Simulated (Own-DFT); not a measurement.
# PBE and PBEsol under strain: beta-Si3N4, 112 atoms (N64Si48)

Source: density functional calculations with Own-DFT, an unreviewed in-house program that is no longer used. Nothing was measured or relaxed, and spin and spin-orbit coupling are left out.

Keep in mind: forces on such cells moved up to 12 meV/angstrom on a denser k mesh; stress not checked against mesh or cutoff.

Each geometry was run with PBE and with PBEsol, otherwise alike: PseudoDojo norm-conserving scalar-relativistic files made for PBE; cutoff 42 hartree; 2 x 2 x 4 k mesh centred on Gamma; Fermi-Dirac smearing of 0.1 eV. Unstrained cell vectors in Å: (15.212, 0.000, 0.000); (-7.606, 13.174, 0.000); (0.000, 0.000, 5.818). Each has a uniform strain, of which the change of volume is shown, and random moves of rms u per axis.

```
run  volume change (%)   u (Å)  P with PBE (GPa)  P with PBEsol (GPa)
  1              -1.65  0.0484             12.41                 9.97
  2              -0.24  0.0461              8.73                 6.31
  3              -1.69  0.0500             13.12                10.68
  4              -2.71  0.0500             15.87                13.41
  5               1.00  0.0457              5.75                 3.36
  6              -1.73  0.0499             13.62                11.19
  7               0.24  0.0510              7.87                 5.46
  8               1.47  0.0495              4.22                 1.83
  9               0.28  0.0472              6.97                 4.57
 10              -2.51  0.0515             15.35                12.90
 11              -1.48  0.0474             12.41                    ?
```

The question: by how much does PBEsol shrink this cell, and what belongs in the blank?

## Solution

Write v for the change of volume as a fraction. Fitted to v and u², the PBE pressure has a slope of -274 ± 9 GPa in v, with the ions held to the strained lattice. The difference PBEsol less PBE is -2.41 + 1.6 v GPa (slope ± 0.1) and averages -2.42 GPa. Divided by the mean slope of the two, 273 GPa, that makes PBEsol's volume at a given pressure, near 9 GPa, about 0.9 % smaller, or 0.30 % in lengths. At one volume PBEsol's slope is the smaller by 2 GPa, but its pressure there is lower too. If stiffness rises by about 4 GPa for each GPa, PBEsol at equal pressure is stiffer by about 8 GPa. Files made for PBEsol would give a different shift.

For run 11 the line gives 9.97 GPa. Computed: 9.97 GPa.
